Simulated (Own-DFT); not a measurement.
## Calculated data, Hf36O71 (tetragonal hafnia with one neutral oxygen vacancy, atoms displaced)

Computed with Own-DFT development build. A calculation, not a measurement: plane-wave PBE and HSE06 DFT by an unreviewed code, no spin, of a simulated cell at Gamma alone, so results move with cell size and shape, stress positive in tension, energies less offsets, not probed for a lower state with spin; hafnium file: forces about 75 meV/angstrom off all-electron values; oxygen file: force components 24 meV/angstrom off all-electron in a glass; k mesh not checked against a denser one; forces and stress are PBE's, HSE06 gives the energy alone, and its difference from PBE has offsets of its own; offsets are fitted by least squares, one for each functional and potential file, so energies compare only between cells with the same atoms and settings and are not formation energies; the far tail of each file's local potential was reset to the Coulomb form; each entry is a single point on an unrelaxed cell, so the pressure reflects the starting lattice, taken from the Materials Project, from which strain is counted, and rises with the displacements; printed positions are rounded, which can move forces by about a meV/angstrom; the program is a retired in-house code; no spin-orbit coupling.

Common to all runs: first functional PBE; second functional HSE06; exact exchange share 0.25; screening 0.11 1/bohr; exchange divergence Gygi-Baldereschi; potential files PseudoDojo norm-conserving, scalar-relativistic, made for PBE, standard set; wave cutoff 48 hartree; occupations fixed; k mesh 1 x 1 x 1 centred on Gamma.

```yaml
- entry: 1
  formula: Hf36O71
  kind: "tetragonal hafnia with one neutral oxygen vacancy, atoms displaced"
  structure:
    cell_angstrom: [[10.78, 0.0, 0.0], [0.0, 10.78, 0.0], [0.0, 0.0, 10.4493]]
    atoms_fractional:
      - [Hf, 0.99353, 0.00221, 0.99644]
      - [Hf, 0.16915, 0.16872, 0.25099]
      - [O, 0.00481, 0.16878, 0.14923]
      - [O, 0.16625, 0.0001, 0.348]
      - [O, 0.00327, 0.16666, 0.4087]
      - [O, 0.16524, 0.00155, 0.09684]
      - [Hf, 0.99958, 0.00062, 0.49473]
      - [Hf, 0.1647, 0.16387, 0.75043]
      - [O, 0.00042, 0.16202, 0.64963]
      - [O, 0.16004, 0.99764, 0.84721]
      - [O, 0.99586, 0.16458, 0.9001]
      - [O, 0.16801, 0.00347, 0.5988]
      - [Hf, 0.00109, 0.33101, 0.00326]
      - [Hf, 0.16731, 0.49765, 0.24478]
      - [O, 0.99821, 0.50347, 0.15277]
      - [O, 0.16982, 0.33253, 0.34372]
      - [O, 0.99984, 0.49993, 0.40585]
      - [O, 0.16933, 0.33091, 0.10229]
      - [Hf, 0.99464, 0.33314, 0.50053]
      - [Hf, 0.16321, 0.50049, 0.74885]
      - [O, 0.99999, 0.49717, 0.65354]
      - [O, 0.16711, 0.33509, 0.84481]
      - [O, 0.00239, 0.50733, 0.89971]
      - [O, 0.16471, 0.32897, 0.60109]
      - [Hf, 0.00073, 0.66779, 0.99936]
      - [Hf, 0.164, 0.83559, 0.25348]
      - [O, 0.99834, 0.83322, 0.15628]
      - [O, 0.16549, 0.6696, 0.34754]
      - [O, 0.0001, 0.83736, 0.40293]
      - [O, 0.16321, 0.66738, 0.09951]
      - [Hf, 0.0003, 0.66119, 0.50265]
      - [Hf, 0.16699, 0.83625, 0.75208]
      - [O, 0.999, 0.83561, 0.65047]
      - [O, 0.16474, 0.66323, 0.84535]
      - [O, 0.00023, 0.82801, 0.90118]
      - [O, 0.16777, 0.66331, 0.5991]
      - [Hf, 0.33773, 0.00023, 0.99922]
      - [Hf, 0.49511, 0.16593, 0.25127]
      - [O, 0.33448, 0.16798, 0.15045]
      - [O, 0.50213, 0.00145, 0.34769]
      - [O, 0.33198, 0.16792, 0.40214]
      - [O, 0.5023, 0.99658, 0.09904]
      - [Hf, 0.33293, 0.99877, 0.50563]
      - [Hf, 0.50211, 0.16805, 0.74931]
      - [O, 0.33587, 0.16128, 0.64651]
      - [O, 0.50131, 0.99979, 0.84095]
      - [O, 0.33275, 0.16669, 0.90148]
      - [O, 0.49827, 0.99686, 0.59995]
      - [Hf, 0.33323, 0.33398, 0.9936]
      - [Hf, 0.50015, 0.50402, 0.25216]
      - [O, 0.33204, 0.50038, 0.15502]
      - [O, 0.49705, 0.338, 0.34567]
      - [O, 0.33279, 0.50149, 0.40086]
      - [O, 0.50429, 0.33376, 0.09877]
      - [Hf, 0.33312, 0.33194, 0.49931]
      - [Hf, 0.50167, 0.50146, 0.75106]
      - [O, 0.33183, 0.49512, 0.64725]
      - [O, 0.50179, 0.32883, 0.84359]
      - [O, 0.33435, 0.49519, 0.89967]
      - [O, 0.4982, 0.32791, 0.59887]
      - [Hf, 0.33099, 0.66853, 0.99972]
      - [Hf, 0.50274, 0.83196, 0.2449]
      - [O, 0.33222, 0.83365, 0.15444]
      - [O, 0.50238, 0.66571, 0.34791]
      - [O, 0.33618, 0.83175, 0.40406]
      - [O, 0.50189, 0.6649, 0.10025]
      - [Hf, 0.33689, 0.67018, 0.49775]
      - [Hf, 0.50056, 0.83685, 0.75419]
      - [O, 0.33145, 0.83449, 0.64954]
      - [O, 0.49814, 0.66722, 0.84242]
      - [O, 0.33357, 0.83147, 0.89853]
      - [O, 0.49577, 0.66623, 0.60053]
      - [Hf, 0.67026, 0.0011, 0.99796]
      - [Hf, 0.8328, 0.16817, 0.24847]
      - [O, 0.67054, 0.1662, 0.15065]
      - [O, 0.83546, 0.0002, 0.34656]
      - [O, 0.83201, 0.00023, 0.09535]
      - [Hf, 0.66427, 0.00018, 0.50339]
      - [Hf, 0.8359, 0.16615, 0.74866]
      - [O, 0.66547, 0.16664, 0.6535]
      - [O, 0.83093, 0.00239, 0.8442]
      - [O, 0.67019, 0.16755, 0.89659]
      - [O, 0.83419, 0.0025, 0.59603]
      - [Hf, 0.66771, 0.33665, 0.00704]
      - [Hf, 0.83001, 0.5022, 0.2497]
      - [O, 0.6678, 0.49946, 0.1537]
      - [O, 0.83116, 0.33042, 0.34418]
      - [O, 0.66621, 0.50097, 0.40053]
      - [O, 0.82886, 0.33496, 0.09614]
      - [Hf, 0.67011, 0.33539, 0.49936]
      - [Hf, 0.8332, 0.50231, 0.75014]
      - [O, 0.66712, 0.49919, 0.65135]
      - [O, 0.83181, 0.33636, 0.84769]
      - [O, 0.66662, 0.50508, 0.90077]
      - [O, 0.83123, 0.32817, 0.60342]
      - [Hf, 0.67063, 0.66587, 0.00236]
      - [Hf, 0.83377, 0.83233, 0.24733]
      - [O, 0.6725, 0.83329, 0.15826]
      - [O, 0.83669, 0.66502, 0.34732]
      - [O, 0.66642, 0.83778, 0.3971]
      - [O, 0.83555, 0.66423, 0.09582]
      - [Hf, 0.66511, 0.6661, 0.49549]
      - [Hf, 0.83492, 0.83011, 0.75039]
      - [O, 0.66743, 0.83001, 0.65233]
      - [O, 0.83642, 0.66299, 0.85092]
      - [O, 0.66506, 0.83226, 0.904]
      - [O, 0.83201, 0.66673, 0.60003]
  results:
    "PBE_energy_of_cell_above_offsets [eV]": "-100.879"
    "HSE06_less_PBE_above_offsets [eV]": "-0.154"
    "PBE_pressure [GPa]": 0.84
    "PBE_stress_xx [GPa]": -0.02
    "PBE_stress_yy [GPa]": -1.17
    "PBE_stress_zz [GPa]": -1.32
    "PBE_stress_yz [GPa]": -0.32
    "PBE_stress_xz [GPa]": -0.32
    "PBE_stress_xy [GPa]": 0.05
    force_element: [Hf, Hf, O, O, O, O, Hf, Hf, O, O, O, O, Hf, Hf, O, O, O, O, Hf, Hf, O, O, O, O, Hf, Hf, O, O, O, O, Hf, Hf, O, O, O, O, Hf, Hf, O, O, O, O, Hf, Hf, O, O, O, O, Hf, Hf, O, O, O, O, Hf, Hf, O, O, O, O, Hf, Hf, O, O, O, O, Hf, Hf, O, O, O, O, Hf, Hf, O, O, O, Hf, Hf, O, O, O, O, Hf, Hf, O, O, O, O, Hf, Hf, O, O, O, O, Hf, Hf, O, O, O, O, Hf, Hf, O, O, O, O]
    "force_x [eV/angstrom]": [1.499, 0.193, -1.029, 0.153, -0.11, 0.276, -0.02, 0.512, 0.0, 0.289, 0.18, -0.423, -0.145, 0.034, -0.062, -0.331, -0.199, -0.339, 1.169, 1.035, -0.69, -0.301, -0.02, -0.298, 0.217, -0.056, 0.142, -0.182, 0.0, 0.954, 0.669, -0.293, 0.215, 0.678, -0.327, -0.3, -1.063, 0.714, -0.014, 0.202, 0.215, 0.019, -0.039, -0.182, -0.545, -0.218, -0.141, 0.687, 0.43, -0.767, 0.501, 0.509, 0.084, -0.985, -0.186, -0.855, 0.37, -0.156, 0.195, 0.831, -0.079, -0.285, 0.279, 0.182, 0.117, -0.235, -1.099, -0.117, 0.104, -0.168, -0.046, 1.143, -0.394, 0.079, -0.808, -0.254, 0.272, 0.327, -0.63, 0.362, 0.243, -0.221, -0.552, -0.539, 0.862, -0.171, -0.199, 0.305, 1.665, -1.157, -0.101, -0.087, 0.469, -0.289, 0.274, -0.341, 0.771, -1.018, -0.374, -0.019, -0.545, -0.217, 0.05, -0.027, -0.456, 0.127, 0.097]
    "force_y [eV/angstrom]": [-0.807, -0.614, 0.206, 0.265, 0.769, -0.168, -0.261, 0.47, 0.321, 0.455, 0.827, -0.315, 0.741, 0.743, -0.754, 0.491, -0.707, 0.468, -0.34, -0.061, 0.122, -0.837, -1.768, -0.059, -0.492, -0.269, 0.144, -0.583, -1.257, -0.038, 1.342, -0.974, -0.188, 1.04, 1.336, 0.111, 0.005, 0.523, -0.353, 0.058, -0.619, 0.011, 0.291, 0.229, 0.165, 0.416, -0.509, -0.203, -0.268, -0.822, 0.171, -0.918, 0.05, 0.043, 0.799, -0.38, 0.011, 1.113, 1.201, 0.258, -0.665, 0.554, -0.155, 0.651, 0.715, 0.352, -1.033, -1.06, 0.138, 0.019, 0.572, -0.126, 0.724, -0.934, -0.097, 0.585, -0.026, 0.467, 0.638, -0.276, -1.228, -0.177, -0.133, -0.519, -0.069, 0.234, 0.639, -0.156, -0.074, -1.068, -0.461, 0.041, -0.07, -0.609, 0.345, 0.004, 0.308, -0.236, 0.29, -0.949, 0.13, 1.008, 0.055, 0.171, 0.952, 0.057, -0.166]
    "force_z [eV/angstrom]": [0.432, -0.043, 0.098, 0.078, -1.238, -0.635, 1.1, -1.235, 0.718, 0.317, 0.098, 0.052, -0.61, 1.133, 0.004, 0.484, -0.325, -1.011, 0.69, -0.635, -0.528, 0.93, 0.565, -0.845, 0.084, -0.118, -0.688, -0.146, -0.016, -0.522, -0.168, -1.02, 0.553, 0.555, 0.066, -0.348, 0.578, 0.29, -0.111, -0.135, -0.519, -0.526, -0.432, -0.891, 0.967, 1.556, -0.065, -0.303, 0.827, -0.312, -0.8, 0.187, -0.052, -0.362, 0.59, -0.804, 0.882, 0.799, 0.405, -0.726, 0.095, 0.983, -0.536, 0.268, -0.491, -0.476, 0.589, -1.54, 0.591, 0.963, 0.541, -0.68, -0.391, 0.201, 0.613, -0.402, 0.06, -0.401, -0.281, -0.731, 0.562, 1.158, -0.074, -1.854, -0.019, -0.319, 0.738, 0.031, 0.483, 0.425, 0.357, -0.21, 0.09, 0.401, -0.959, -0.471, 1.484, -1.35, 0.13, 0.863, 0.501, 0.935, -0.565, 0.185, -0.229, 0.192, -0.334]
- entry: 2
  formula: Hf36O71
  kind: "tetragonal hafnia with one neutral oxygen vacancy, atoms displaced"
  structure:
    cell_angstrom: [[10.78, 0.0, 0.0], [0.0, 10.78, 0.0], [0.0, 0.0, 10.4493]]
    atoms_fractional:
      - [Hf, 0.00343, 0.99651, 0.00417]
      - [Hf, 0.1638, 0.16311, 0.247]
      - [O, 0.99985, 0.16434, 0.15591]
      - [O, 0.16373, 0.00281, 0.34598]
      - [O, 0.00516, 0.16186, 0.40801]
      - [O, 0.16034, 0.0034, 0.09562]
      - [Hf, 0.00192, 0.99914, 0.49651]
      - [Hf, 0.16526, 0.16462, 0.74924]
      - [O, 0.99921, 0.1719, 0.65335]
      - [O, 0.16272, 0.00031, 0.84682]
      - [O, 0.9998, 0.16295, 0.89932]
      - [O, 0.16656, 0.00119, 0.59376]
      - [Hf, 0.00521, 0.33037, 0.00025]
      - [Hf, 0.16883, 0.49781, 0.24467]
      - [O, 0.00174, 0.50308, 0.15372]
      - [O, 0.16277, 0.33369, 0.34439]
      - [O, 0.99702, 0.50128, 0.40655]
      - [O, 0.16493, 0.33231, 0.09565]
      - [Hf, 0.00166, 0.33954, 0.50086]
      - [Hf, 0.16852, 0.50365, 0.75043]
      - [O, 0.99421, 0.50083, 0.65205]
      - [O, 0.16845, 0.33291, 0.85158]
      - [O, 0.00045, 0.49993, 0.90478]
      - [O, 0.16784, 0.33363, 0.60093]
      - [Hf, 0.99764, 0.66319, 0.99667]
      - [Hf, 0.16841, 0.83694, 0.25057]
      - [O, 0.99578, 0.83312, 0.15419]
      - [O, 0.1623, 0.66345, 0.34907]
      - [O, 0.00067, 0.83394, 0.3982]
      - [O, 0.16938, 0.66682, 0.0944]
      - [Hf, 0.00334, 0.66806, 0.49766]
      - [Hf, 0.1661, 0.83137, 0.74944]
      - [O, 0.99945, 0.83507, 0.65609]
      - [O, 0.16672, 0.66781, 0.8515]
      - [O, 0.99981, 0.83102, 0.89796]
      - [Hf, 0.34084, 0.00092, 0.00202]
      - [Hf, 0.50276, 0.16563, 0.25072]
      - [O, 0.33716, 0.16266, 0.15751]
      - [O, 0.50173, 0.99841, 0.34691]
      - [O, 0.33764, 0.17167, 0.40265]
      - [O, 0.49279, 0.00535, 0.09211]
      - [Hf, 0.33152, 0.99819, 0.50024]
      - [Hf, 0.50459, 0.16881, 0.7505]
      - [O, 0.33242, 0.16452, 0.65165]
      - [O, 0.49659, 0.00029, 0.84525]
      - [O, 0.33348, 0.16679, 0.8996]
      - [O, 0.50351, 0.99459, 0.59683]
      - [Hf, 0.33594, 0.33226, 0.00328]
      - [Hf, 0.49666, 0.50062, 0.25619]
      - [O, 0.3306, 0.50399, 0.15549]
      - [O, 0.50027, 0.33197, 0.34529]
      - [O, 0.32827, 0.50105, 0.40104]
      - [O, 0.49837, 0.33237, 0.09671]
      - [Hf, 0.33237, 0.32954, 0.49386]
      - [Hf, 0.50072, 0.49711, 0.75178]
      - [O, 0.33327, 0.50192, 0.65073]
      - [O, 0.49698, 0.3317, 0.8466]
      - [O, 0.33416, 0.49765, 0.90342]
      - [O, 0.50086, 0.33409, 0.59103]
      - [Hf, 0.33365, 0.6694, 0.00291]
      - [Hf, 0.4993, 0.83393, 0.24948]
      - [O, 0.33118, 0.83672, 0.14998]
      - [O, 0.49734, 0.66264, 0.34825]
      - [O, 0.33517, 0.83305, 0.40066]
      - [O, 0.50179, 0.66898, 0.09643]
      - [Hf, 0.33032, 0.66838, 0.5025]
      - [Hf, 0.50212, 0.83836, 0.74998]
      - [O, 0.33044, 0.83356, 0.64979]
      - [O, 0.49958, 0.66773, 0.84682]
      - [O, 0.33305, 0.83691, 0.90503]
      - [O, 0.50695, 0.66449, 0.60041]
      - [Hf, 0.66701, 0.00117, 0.99721]
      - [Hf, 0.83712, 0.16107, 0.25139]
      - [O, 0.66688, 0.16968, 0.15553]
      - [O, 0.8347, 0.99891, 0.34573]
      - [O, 0.66701, 0.1666, 0.40307]
      - [O, 0.83348, 0.00041, 0.09921]
      - [Hf, 0.67142, 0.00139, 0.50654]
      - [Hf, 0.83512, 0.16613, 0.75035]
      - [O, 0.67026, 0.16558, 0.64706]
      - [O, 0.83141, 0.99541, 0.84839]
      - [O, 0.66536, 0.16647, 0.89827]
      - [O, 0.83388, 0.00276, 0.59916]
      - [Hf, 0.66657, 0.33361, 0.00307]
      - [Hf, 0.83237, 0.50308, 0.24873]
      - [O, 0.66584, 0.50009, 0.15185]
      - [O, 0.8318, 0.33465, 0.34625]
      - [O, 0.66657, 0.50378, 0.40623]
      - [O, 0.83268, 0.33161, 0.09559]
      - [Hf, 0.66424, 0.33161, 0.49614]
      - [Hf, 0.8344, 0.5, 0.74924]
      - [O, 0.66346, 0.49765, 0.65469]
      - [O, 0.83179, 0.3311, 0.85022]
      - [O, 0.66592, 0.50182, 0.90129]
      - [O, 0.83346, 0.3347, 0.59658]
      - [Hf, 0.66529, 0.66346, 0.99895]
      - [Hf, 0.83704, 0.83609, 0.25154]
      - [O, 0.66545, 0.83403, 0.15295]
      - [O, 0.83558, 0.66393, 0.34878]
      - [O, 0.66618, 0.83375, 0.40644]
      - [O, 0.83321, 0.66883, 0.09543]
      - [Hf, 0.66553, 0.66856, 0.50114]
      - [Hf, 0.82627, 0.83259, 0.74749]
      - [O, 0.66881, 0.8299, 0.65237]
      - [O, 0.83283, 0.66991, 0.84561]
      - [O, 0.66614, 0.83445, 0.90151]
      - [O, 0.83418, 0.67021, 0.59446]
  results:
    "PBE_energy_of_cell_above_offsets [eV]": "-100.885"
    "HSE06_less_PBE_above_offsets [eV]": "-0.145"
    "PBE_pressure [GPa]": 1.19
    "PBE_stress_xx [GPa]": -1.31
    "PBE_stress_yy [GPa]": -0.24
    "PBE_stress_zz [GPa]": -2.01
    "PBE_stress_yz [GPa]": -0.37
    "PBE_stress_xz [GPa]": -0.04
    "PBE_stress_xy [GPa]": -0.01
    force_element: [Hf, Hf, O, O, O, O, Hf, Hf, O, O, O, O, Hf, Hf, O, O, O, O, Hf, Hf, O, O, O, O, Hf, Hf, O, O, O, O, Hf, Hf, O, O, O, Hf, Hf, O, O, O, O, Hf, Hf, O, O, O, O, Hf, Hf, O, O, O, O, Hf, Hf, O, O, O, O, Hf, Hf, O, O, O, O, Hf, Hf, O, O, O, O, Hf, Hf, O, O, O, O, Hf, Hf, O, O, O, O, Hf, Hf, O, O, O, O, Hf, Hf, O, O, O, O, Hf, Hf, O, O, O, O, Hf, Hf, O, O, O, O]
    "force_x [eV/angstrom]": [-1.221, 0.654, -0.048, 0.631, -0.395, 1.893, -0.318, 0.139, 0.082, 0.124, -0.139, -0.061, -1.256, -0.776, -0.389, 0.105, 0.173, 0.909, -0.321, 0.008, 1.703, -0.418, -0.149, 0.005, 0.209, -0.719, 1.419, 0.318, 0.08, -0.729, -0.318, -0.755, 0.343, 0.253, 0.247, -2.715, -0.02, -1.118, -0.3, -0.306, 3.028, 0.812, -0.795, 0.697, 0.298, 0.18, -0.585, -0.657, 0.596, 1.062, 0.105, 0.356, 0.288, -0.31, -0.159, -0.237, 0.309, -0.023, -0.637, 0.311, 0.609, 0.282, -0.024, -0.483, -0.58, 0.419, -0.355, 0.414, -0.089, 0.149, -1.754, 0.688, -0.949, 0.219, 0.031, -0.008, -0.357, -0.653, 0.397, -0.651, -0.439, -0.284, 0.625, 0.691, 0.109, -0.356, 0.244, -0.23, 0.506, 1.141, -1.068, 0.881, -0.003, -0.107, -0.211, 0.206, -1.176, -0.068, -0.011, 0.006, -0.246, 0.607, 1.818, -0.978, -0.05, -0.385, 0.012]
    "force_y [eV/angstrom]": [-0.439, 0.993, 0.266, -0.762, 1.162, -0.16, -0.215, 0.521, -0.327, -0.287, 0.337, -0.023, -0.018, 0.46, -0.143, -0.434, 0.087, -0.127, -0.847, -1.013, 0.331, 0.067, -0.468, 0.219, 0.925, -1.152, 0.19, 0.93, 0.079, 0.25, -0.182, 0.618, -0.375, -0.292, 0.144, 0.415, -0.135, 0.274, 0.207, -1.798, -0.312, 0.725, -0.096, -0.142, 0.433, 0.002, 0.043, -0.204, -0.062, -0.329, 0.446, -0.211, 0.085, 1.125, 1.059, 0.687, 0.01, 0.46, -0.284, -0.273, -0.574, 0.021, 1.206, 0.008, -0.015, -0.756, -1.331, -0.423, 0.084, -0.484, 0.396, -0.4, 1.507, -0.355, 0.101, -0.616, 0.218, -0.013, 0.05, 0.024, 0.855, -0.032, -0.263, 0.176, -0.473, -0.065, -0.465, -0.748, 0.069, 0.73, -0.354, -0.09, 0.457, -0.731, 0.031, 0.607, -1.266, 0.454, 0.926, 0.209, -0.312, -0.266, -0.089, 0.548, -0.891, 0.029, -0.133]
    "force_z [eV/angstrom]": [-2.027, 0.403, -0.5, 0.18, -0.748, 0.955, 1.088, 0.356, 0.026, -0.338, 0.842, 0.06, -0.919, 1.068, -0.172, 0.04, -0.288, 0.726, 0.327, 0.111, 0.094, -0.475, -0.409, -0.556, 0.273, -0.2, -0.302, 0.044, 0.323, 0.466, 0.427, 0.716, -0.836, -1.082, 1.12, -1.565, 0.354, -0.416, -0.344, -0.282, 1.16, 0.269, -0.596, -0.023, 0.296, 0.778, 0.114, -1.283, -0.605, -0.624, 0.104, 0.192, 0.23, 1.309, -0.377, 0.246, 0.118, 0.338, 0.604, -0.984, 0.332, 0.424, -0.073, -0.07, 0.404, 0.331, -0.162, -0.063, -0.028, -0.287, -0.357, 0.195, -0.006, -0.534, 0.784, -0.217, -0.072, -1.032, 0.152, 0.587, -0.037, 0.415, -0.159, -0.284, 0.27, 0.105, -0.283, -0.556, -0.013, 0.356, 0.083, 0.179, -0.47, 0.287, -0.067, 0.012, -0.207, 0.207, -0.553, -0.318, 0.068, 0.022, 0.683, -0.2, 0.123, 0.08, 0.144]
```
